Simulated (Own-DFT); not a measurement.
## Calculated data, Si12O23 (quartz with two neutral oxygen vacancies, strained, atoms displaced)

All values are calculated (Own-DFT development build). A calculation, not a measurement: plane-wave PBE and HSE06 DFT by an unreviewed code, no spin, of a simulated cell at Gamma alone, so results move with cell size and shape, stress positive in tension, energies less offsets, not probed for a lower state with spin; oxygen file: force components 24 meV/angstrom off all-electron in a glass; k mesh not checked against a denser one; forces and stress are PBE's, HSE06 gives the energy alone, and its difference from PBE has offsets of its own; offsets are fitted by least squares, one for each functional and potential file, so energies compare only between cells with the same atoms and settings and are not formation energies; the far tail of each file's local potential was reset to the Coulomb form; each entry is a single point on an unrelaxed cell, so the pressure reflects the starting lattice, mostly measured values (interpolated for alloys), from which strain is counted, and rises with the displacements; printed positions are rounded, which can move forces by about a meV/angstrom; the program, named Own-DFT, is a retired in-house code; no spin-orbit coupling.

Settings shared by all entries: first functional PBE; second functional HSE06; exact exchange share 0.25; screening 0.11 1/bohr; exchange divergence Gygi-Baldereschi; potential files PseudoDojo norm-conserving, scalar-relativistic, made for PBE, standard set; wave cutoff 48 hartree; occupations fixed; k mesh 1 x 1 x 1 centred on Gamma.

(1) 
```xyz
70
Lattice="9.6691 0.0891 -0.0118 -4.7574 8.3969 -0.0367 -0.0130 -0.0542 10.9126" Properties=species:S:1:pos:R:3:force_x:R:1:force_y:R:1:force_z:R:1 formula=Si12O23 PBE_energy_of_cell_above_offsets=-20.630 HSE06_less_PBE_above_offsets=-0.382 PBE_pressure=10.37 PBE_stress_xx=-11.79 PBE_stress_yy=-10.59 PBE_stress_zz=-8.74 PBE_stress_yz=-0.94 PBE_stress_xz=-0.86 PBE_stress_xy=1.9
Si     2.2618    -0.0152    10.8861      1.393     -0.522      0.315
Si    -1.0805     1.9118     3.5876      0.658      1.769      4.049
Si     1.3140     2.2344     1.8267     -0.072     -0.126     -1.382
O      1.3736     1.1332     0.6588       -1.1      0.614     -0.078
O      2.7485     2.4728     2.4209      1.051      0.649      0.665
O      3.2038     0.6281     4.2671     -0.338     -0.347      0.238
O     -1.0235     3.0619     4.8377     -0.924     -2.301     -2.049
O      0.3447     1.7122     2.9635      0.511     -0.698      0.378
O      0.8053     3.5841     1.1482     -0.177      0.796      0.099
Si     2.2641     0.0016     5.4393      0.143     -0.054     -0.367
Si    -1.1392     1.9464     9.0982      -0.43     -2.783     -1.052
Si     1.2785     2.2014     7.2723     -0.094     -0.032     -0.044
O      1.3270     1.1282     6.0931     -0.003     -0.991     -0.904
O      2.7063     2.4635     7.9006      1.207      0.165      0.264
O      3.1540     0.6547     9.6964      -0.92     -3.016      1.168
O     -1.0229     3.0139    10.2229     -0.214      1.541      1.595
O      0.2812     1.6555     8.3854     -0.258     -0.187      0.689
O      0.8116     3.5480     6.5769      0.922      0.575       1.14
Si    -0.1072     4.1652    10.8888     -0.816     -0.293       0.76
Si    -3.4743     6.1129     3.6427     -0.888     -1.007     -0.587
Si    -1.0378     6.4199     1.8551     -1.371      1.598     -4.324
O     -1.0520     5.3595     0.6021      0.083      0.007      0.513
O      0.3709     6.6899     2.4523      0.596       1.05     -0.454
O      0.8311     4.7764     4.2180      0.132      0.905      0.201
O     -3.4292     7.2287     4.7672      0.203      0.919      1.013
O     -2.0224     5.9366     2.9460     -1.809     -1.194      2.233
O     -1.5735     7.8303     1.1416      0.631     -0.734        0.4
Si    -0.0746     4.1567     5.4377     -0.048       1.13     -1.264
Si     6.1451     6.1973     9.0955     -2.176      0.785      -2.92
Si    -1.0700     6.4217     7.2579     -0.355      -1.72      -0.42
O     -1.0208     5.2735     6.0673     -0.659      1.649      1.075
O      0.3776     6.6047     7.9128     -1.214      0.862     -1.165
O      0.7844     4.7784     9.7418      0.629     -0.483     -0.639
O     -3.4043     7.2145    10.2370     -0.526      0.593      0.688
O     -2.0958     5.8924     8.4283      1.183     -0.131     -0.786
O     -1.5479     7.7718     6.5567     -0.131      0.669      0.065
Si     7.1097     0.0687     0.0781      0.224     -0.867     -5.428
Si     3.6960     2.0421     3.6490     -0.847     -1.656     -0.857
Si     6.1493     2.3109     1.8673     -1.027     -0.385     -1.561
O      6.2053     1.1923     0.6203     -1.872      2.834      2.329
O      7.5758     2.5483     2.5482     -1.644      1.332     -2.652
O      8.0122     0.7152     4.2467      -0.98     -2.444      1.445
O      3.8330     3.0977     4.7792     -1.142      0.451      1.222
O      5.1220     1.8206     3.0130      1.976     -0.391     -1.006
O      5.6214     3.6680     1.1166      2.015     -1.222      2.563
Si     7.0499     0.0384     5.4366      3.622      2.573       0.59
Si     3.7257     1.9365     9.0532     -0.649       3.16      0.342
Si     6.1250     2.2960     7.2816     -0.504     -2.716     -1.161
O      6.1316     1.1326     6.0936     -0.829      1.633      1.182
O      7.5301     2.5056     7.9028       2.23      0.501      0.904
O      8.0354     0.6179     9.7465     -0.159      0.287      0.435
O      3.8092     3.0577    10.2261       0.26      1.113      0.728
O      5.1679     1.8028     8.4572      0.844      -0.86     -0.328
O      5.6674     3.6099     6.5950     -0.175      1.499     -0.113
Si     4.7502     4.3146     0.0066     -1.757     -3.105     -2.722
Si     1.3075     6.2410     3.6291      0.599     -2.018      1.393
Si     3.7680     6.4622     1.7702     -1.373      1.353      2.169
O      3.7811     5.3574     0.6446     -1.286       0.96       0.01
O      5.1890     6.7603     2.4571      0.549      -0.49      0.142
O      5.6197     4.8106     4.3074      2.203      1.761     -2.578
O      1.4195     7.3717     4.7611     -2.745     -2.893     -1.581
O      2.7274     5.9873     2.9792      2.196      0.064     -1.372
O      3.2433     7.8927     1.1556      2.048     -1.885      2.488
Si     4.7398     4.2057     5.4525      0.889     -1.527     -0.333
Si     1.3498     6.1136     9.0664      3.633      -0.17     -1.704
Si     3.7384     6.4151     7.2330      0.064     -0.529      3.774
O      3.8563     5.2946     6.0587     -2.384      2.433      1.182
O      5.6043     4.8524     9.7384      0.747     -0.534     -0.252
O      1.4655     7.2425    10.1747      0.114      1.419      1.933
O      3.2328     7.7836     6.5488       0.34      0.663     -0.293
```

Units: PBE_energy_of_cell_above_offsets, HSE06_less_PBE_above_offsets in eV; PBE_pressure, PBE_stress_xx, PBE_stress_yy, PBE_stress_zz, PBE_stress_yz, PBE_stress_xz, PBE_stress_xy in GPa; force_x, force_y, force_z in eV/Å.

(2) 
```xyz
70
Lattice="9.8488 0.1153 -0.1317 -4.8245 8.5793 -0.0210 -0.1449 -0.1103 10.8709" Properties=species:S:1:pos:R:3:force_x:R:1:force_y:R:1:force_z:R:1 formula=Si12O23 PBE_energy_of_cell_above_offsets=-20.106 HSE06_less_PBE_above_offsets=0.713 PBE_pressure=3.19 PBE_stress_xx=-4.81 PBE_stress_yy=-0.91 PBE_stress_zz=-3.85 PBE_stress_yz=-1.81 PBE_stress_xz=-5.85 PBE_stress_xy=3.94
Si     2.1375    -0.0412    10.8393      1.314     -0.974     -1.492
Si     8.6356     2.0738     3.4737       2.19      1.734      1.369
Si     1.3286     2.2268     1.7022     -1.665      5.499      7.523
O      1.4111     1.2094     0.6569      -0.19     -4.756     -5.137
O      2.7875     2.5860     2.3771     -2.258      0.267      -2.03
O      3.1441     0.5719     4.1722      0.709      2.201     -0.501
O     -1.1084     3.1186     4.8210     -0.197     -0.924     -1.348
O      0.2664     1.7386     2.9504      1.099      0.341     -1.303
O      0.7988     3.6434     1.1167      0.286     -0.087      0.102
Si     2.2242     0.0198     5.4133      0.483      -1.38     -2.095
Si    -1.2143     1.9613     9.0303     -0.041      0.417      2.151
Si     1.2813     2.2196     7.2272     -2.622      1.208     -1.936
O      1.2847     1.1223     6.0409     -0.361      1.005      0.614
O      2.6823     2.5304     7.8600     -0.708      0.879     -1.575
O      3.1330     0.5958     9.6917     -0.518      0.159     -0.181
O      0.2372     1.6845     8.3335     -0.283     -0.362      0.417
O      0.7098     3.6201     6.5285      2.577     -1.947      3.052
Si    -0.0976     4.3500    -0.0270     -1.592      0.451     -0.899
Si     6.2208     6.3604     3.5026      2.934      4.546      0.013
Si    -1.1125     6.5925     1.7819      -0.61     -1.372     -1.119
O      0.3293     6.8349     2.4300     -0.571        0.8     -0.992
O      0.8275     4.9248     4.2173     -0.365     -0.358      0.327
O     -3.5344     7.4147     4.8014     -0.423     -0.647       -0.8
O     -2.1582     6.0824     2.9416      0.431     -0.085     -0.527
O     -1.6207     8.0030     1.1012      0.343     -0.619      0.407
Si    -0.1181     4.2844     5.4128     -1.642      0.665     -3.026
Si    -3.6546     6.2249     9.0393     -1.766     -1.881     -0.315
Si    -1.1437     6.5504     7.2433     -2.923     -1.187     -2.847
O     -1.1138     5.3997     6.0010     -0.198      1.626      1.578
O      0.2866     6.7717     7.8254      0.925      0.483      0.159
O      0.7466     4.8607     9.6365     -0.475     -0.624      0.503
O     -3.6233     7.3831    10.1560      0.194       0.62      0.583
O     -2.2167     5.9428     8.3571      0.905      0.519     -0.167
O     -1.6713     7.9266     6.5026      1.091     -0.729      1.826
Si     7.0855     0.0317    10.7463      1.612     -4.331      0.027
Si     3.7034     2.0794     3.5247      0.772     -3.369      1.662
Si     6.2268     2.3786     1.7017      -1.17     -1.185       0.31
O      6.3093     1.1730     0.5596     -1.786      2.911      1.442
O      7.6872     2.6458     2.3184     -0.804      0.266     -0.629
O      8.1319     0.7101     4.1146       -1.8     -1.599       1.83
O      3.7608     3.1658     4.6856      1.095      1.331      1.068
O      5.1704     1.8105     2.8715      1.248      0.509     -0.776
O      5.7167     3.7689     1.0355      1.683     -1.514      1.919
Si     7.1358     0.0564     5.3456       0.82     -1.191     -3.031
Si     3.6271     1.9878     8.9541      3.168     -1.598      2.233
Si     6.1652     2.2732     7.0716      -2.45      2.268      3.631
O      6.2183     1.1601     6.0194     -0.579     -1.176     -2.246
O      7.5553     2.5664     7.7802       1.09      0.108      0.226
O      8.0626     0.5990     9.5832      0.503      1.313     -0.643
O      3.7359     3.0900    10.1139      0.011       0.42      0.656
O      5.1128     1.7399     8.2926      0.289      0.438     -0.922
O      5.6137     3.7112     6.4664      2.876     -2.638       2.68
Si     4.8119     4.3540    -0.0928     -0.913      0.818     -2.694
Si     1.3312     6.3096     3.5259      1.303     -0.903        1.6
Si     3.9170     6.6394     1.7585     -7.032     -1.438     -3.085
O      3.8938     5.4919     0.5125     -0.611      1.815      1.806
O      5.2729     6.9193     2.3327      3.523      0.883      1.208
O      5.7166     5.0835     4.1172     -2.481     -5.385      2.914
O      1.3901     7.4082     4.7263      0.488      1.278      0.208
O      2.7908     6.0537     2.8758      1.324      0.497     -0.771
O      3.2922     8.0119     1.1071     -0.133      0.407     -0.966
Si     4.7884     4.3026     5.3354     -2.462      2.342     -3.847
Si     1.2349     6.2604     9.0092       2.53     -1.589     -1.257
Si     3.7081     6.6012     7.1595      0.395     -0.562     -1.817
O      3.8623     5.4417     5.9788     -0.842      0.996      0.372
O      5.1982     6.8382     7.6911      1.143      0.107      1.164
O      5.5783     4.8999     9.5915      1.283      1.669      -0.95
O      1.3041     7.3235    10.1376      1.071      3.271       2.01
O      2.7842     6.0330     8.3281     -2.199      0.166       0.98
O      3.2156     8.0035     6.4575      0.961     -0.824      1.355
```

Units: PBE_energy_of_cell_above_offsets, HSE06_less_PBE_above_offsets in eV; PBE_pressure, PBE_stress_xx, PBE_stress_yy, PBE_stress_zz, PBE_stress_yz, PBE_stress_xz, PBE_stress_xy in GPa; force_x, force_y, force_z in eV/Å.

(3) 
```xyz
70
Lattice="9.8603 -0.1480 -0.0713 -5.0583 8.7225 0.1848 -0.0784 0.1894 10.8596" Properties=species:S:1:pos:R:3 formula=Si12O23
Si     2.3388    -0.0112     0.0089
Si    -1.2115     2.1197     3.6561
Si     1.2175     2.3043     1.8142
O      1.3568     1.1773     0.6780
O      2.7455     2.5168     2.5125
O      3.1840     0.6179     4.2471
O     -1.1462     3.2406     4.8159
O      0.2591     1.8987     3.0046
O      0.7660     3.7009     1.2152
Si     2.2666     0.0750     5.3750
Si    -1.1632     2.1673     9.0886
Si     1.2179     2.4220     7.2350
O      1.3088     1.2190     6.0856
O      2.6750     2.5709     7.8647
O      3.1471     0.7453     9.7061
O     -1.1995     3.3907    10.3041
O      0.2012     1.9260     8.4265
O      0.7394     3.8248     6.6725
Si    -0.2641     4.4393    10.9157
Si    -3.7203     6.4830     3.8082
Si    -1.2540     6.6429     1.9300
O     -1.2426     5.4422     0.7868
O      0.1678     6.9319     2.5327
O      0.6162     4.9780     4.3388
O     -3.7352     7.5874     4.9632
O     -2.2800     6.2063     3.1329
O     -1.7876     8.0425     1.3253
Si    -0.2435     4.4205     5.5530
Si     6.0549     6.3533     9.1400
Si    -1.3108     6.7225     7.3474
O     -1.1661     5.6129     6.1580
O      0.1303     7.0130     8.0178
O      0.7155     5.0744     9.7520
O     -3.7345     7.6886    10.3344
O     -2.3539     6.2772     8.5234
O     -1.8443     8.0866     6.7237
Si     7.1476     0.1383    10.7662
Si     3.6880     2.0056     3.5566
Si     6.1525     2.2634     1.8136
O      6.2940     1.0765     0.5905
O      8.1374     0.6361     4.1963
O      3.7527     3.2424     4.8358
O      5.1714     1.7446     2.9211
Si     2.1487     8.6812     5.5925
Si     3.6851     2.0508     9.0776
Si     6.1839     2.3220     7.2382
O      6.1772     1.1783     6.0766
O      7.5453     2.5666     7.8979
O      8.1276     0.7376     9.6654
O      3.7299     3.2615    10.2678
O      5.1280     1.8737     8.4121
O      5.6605     3.7478     6.5959
Si     4.6347     4.4229    10.8892
Si     1.2134     6.3918     3.7584
Si     3.7098     6.6462     1.9306
O      3.7989     5.4303     0.7032
O      5.0781     6.7900     2.5151
O      5.6165     4.9060     4.3548
O      1.2475     7.5555     4.9329
O      2.6310     6.0619     3.0475
O      3.1683     7.9597     1.2460
Si     4.7012     4.3433     5.4745
Si     1.1912     6.4933     9.1471
Si     3.6664     6.7030     7.3358
O      3.6894     5.4699     6.1123
O      5.0611     6.9528     7.9888
O      5.5815     5.0766     9.7068
O      1.1979     7.6999    10.3521
O      2.6130     6.2450     8.5151
O      3.0732     8.0871     6.7541
```

**Q.** What PBE stress yy does the calculation give for Si12O23 (quartz with two neutral oxygen vacancies, strained, atoms displaced) (entry 3)?
**A.** -1.7 GPa

**Q.** Si12O23 (quartz with two neutral oxygen vacancies, strained, atoms displaced) (entry 3): PBE stress xx?
**A.** -5.84 GPa

Further results for Si12O23 (quartz with two neutral oxygen vacancies, strained, atoms displaced) (entry 3):

- PBE energy of cell above offsets: -19.972 eV
- HSE06 less PBE above offsets: 0.712 eV
- PBE pressure: 3.2 GPa
- PBE stress zz: -2.05 GPa
- PBE stress yz: 6.01 GPa
- PBE stress xz: 0.01 GPa
- PBE stress xy: -4.6 GPa

Force:
```
element  x (eV/Å)  y (eV/Å)  z (eV/Å)
     Si    -2.894    -2.001     0.778
     Si    -1.606     2.411    -2.312
     Si     2.526     0.037     0.594
      O     0.715    -1.446    -0.996
      O     -4.42     1.375    -4.137
      O     1.365     1.162    -1.755
      O     0.292     0.938     1.353
      O    -0.386    -0.726     0.647
      O      0.28     0.398     0.137
     Si    -1.354    -1.322     3.173
     Si    -3.558     4.157     0.469
     Si     0.851    -2.123    -0.277
      O     0.033     0.211     0.046
      O     0.973    -0.019      1.12
      O     0.239    -1.141    -0.118
      O     -1.48     -3.72    -2.741
      O      2.36    -0.209     -1.31
      O    -0.269     0.376     0.077
     Si    -0.004     4.863     1.335
     Si    -0.768     -1.21    -1.186
     Si    -1.186    -1.431    -0.895
      O      1.49    -0.738    -0.451
      O     2.599    -0.221     2.029
      O     1.274     1.527     -0.97
      O     0.068     0.956     0.363
      O    -0.073     0.108         0
      O    -0.295     0.602     -0.18
     Si    -1.644    -0.401    -0.865
     Si     2.778     6.291    -2.272
     Si    -0.368    -0.358     0.651
      O    -0.075    -0.447     0.286
      O     0.539     -0.15     0.228
      O    -0.664    -0.151     0.761
      O     0.759     1.369     1.053
      O     0.561    -0.277    -0.411
      O    -0.777     1.415    -1.096
     Si     0.513    -0.677     2.617
     Si     3.479     0.725     5.386
     Si     2.955     1.625    -2.695
      O    -0.036     0.505     0.688
      O    -1.248    -3.083     2.161
      O    -0.896    -3.281     -2.46
      O    -2.031    -0.885     1.998
     Si    -0.712      3.24     0.013
     Si     0.524     4.159    -1.145
     Si    -3.378     0.148     -1.48
      O     1.557    -1.755    -0.944
      O     4.465     0.063     2.125
      O    -0.038    -1.656     0.243
      O    -0.923    -1.687    -1.656
      O     0.345    -0.295    -0.039
      O     0.889    -1.083     1.346
     Si      1.01    -0.132     2.344
     Si    -1.031     0.125    -1.205
     Si    -4.677     -3.19    -2.962
      O     0.204     0.366     0.703
      O     5.606     0.523     3.226
      O     1.988     2.232    -2.541
      O    -0.627    -1.459    -1.061
      O     0.205     0.539     0.062
      O    -0.982     1.737    -1.031
     Si    -2.023    -0.181     1.577
     Si    -1.395     1.517     1.293
     Si    -1.725    -2.506    -1.663
      O     0.084     2.094     1.837
      O     1.331     0.199     0.242
      O    -2.446    -5.895     2.745
      O    -0.767     -2.21    -1.942
      O     1.494    -0.133    -0.861
      O     0.407     0.201     -0.05
```
